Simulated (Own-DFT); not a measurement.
# One cell, two functionals

All numbers below are calculated, not measured. The program, named Own-DFT, is a retired in-house plane-wave density functional code that no person has reviewed. Each row is one single-point run on a periodic cell that was not relaxed, without spin or spin-orbit coupling.

Known limits: forces on such cells failed a check on a denser k mesh; stress not checked against mesh or cutoff.

Each cell was run twice at the same cutoff, k mesh and smearing, with PBE and with PBEsol, on PseudoDojo norm-conserving files made for PBE. Atoms were moved at random from their sites; u is the rms move along one axis. Files made for PBEsol would give a somewhat different change.

| cell | atoms | volume (Å³/atom) | u (Å) | cutoff (hartree) | P with PBE (GPa) | P with PBEsol (GPa) | change (GPa) |
|---|---|---|---|---|---|---|---|
| C11b WSi2 with one W on a Si site (Si19W11) | 30 | 13.44 | 0.043 | 50 | 10.16 | 5.77 | -4.39 |
| C11b WSi2 with one W on a Si site (Si19W11) | 30 | 13.44 | 0.028 | 50 | 9.65 | 5.26 | -4.39 |
| C11b WSi2 with one W on a Si site (Si19W11) | 30 | 13.44 | 0.052 | 50 | 11.67 | 7.26 | -4.41 |
| C40 NbSi2 (Nb12Si24) | 36 | 14.60 | 0.047 | 42 | 3.77 | 0.09 | -3.67 |
| C40 NbSi2 (Nb12Si24) | 36 | 14.64 | 0.097 | 42 | 6.40 | 2.73 | -3.67 |
| C40 NbSi2 (Nb12Si24) | 36 | 14.80 | 0.052 | 42 | 1.58 | -2.04 | -3.62 |
| D0_22 TiAl3 (Al30Ti10) | 40 | 15.63 | 0.017 | 42 | 1.94 | 0.04 | -1.90 |
| D0_22 TiAl3 (Al30Ti10) | 40 | 15.49 | 0.048 | 42 | 3.64 | 1.71 | -1.92 |
| D0_22 TiAl3 (Al30Ti10) | 40 | 15.63 | 0.021 | 42 | 2.01 | ? | ? |
| L1_0 TiAl with two Al vacancies (Al14Ti16) | 30 | 17.13 | 0.049 | 42 | -0.23 | -2.93 | -2.70 |
| L1_0 TiAl with two Al vacancies (Al14Ti16) | 30 | 17.13 | 0.045 | 42 | -0.39 | -3.09 | -2.71 |
| L1_0 TiAl with two Al vacancies (Al14Ti16) | 30 | 17.13 | 0.033 | 42 | -0.62 | -3.32 | -2.70 |

## Worked reading

Mean change of pressure by composition, in GPa: Si19W11, -4.39; NbSi2, -3.65; Al7Ti8, -2.70; Al3Ti, -1.91. At a fixed cell PBEsol gives the lower pressure, because it favours a smaller volume than PBE. Here the change varies more between materials than between cells of one material.

## Withheld value

Question: what PBEsol pressure should the Al30Ti10 cell with the blank give?

Adding the mean change of the cells with its composition, -1.91 GPa, to 2.01 gives 0.1 GPa. The calculation gave 0.10 GPa.
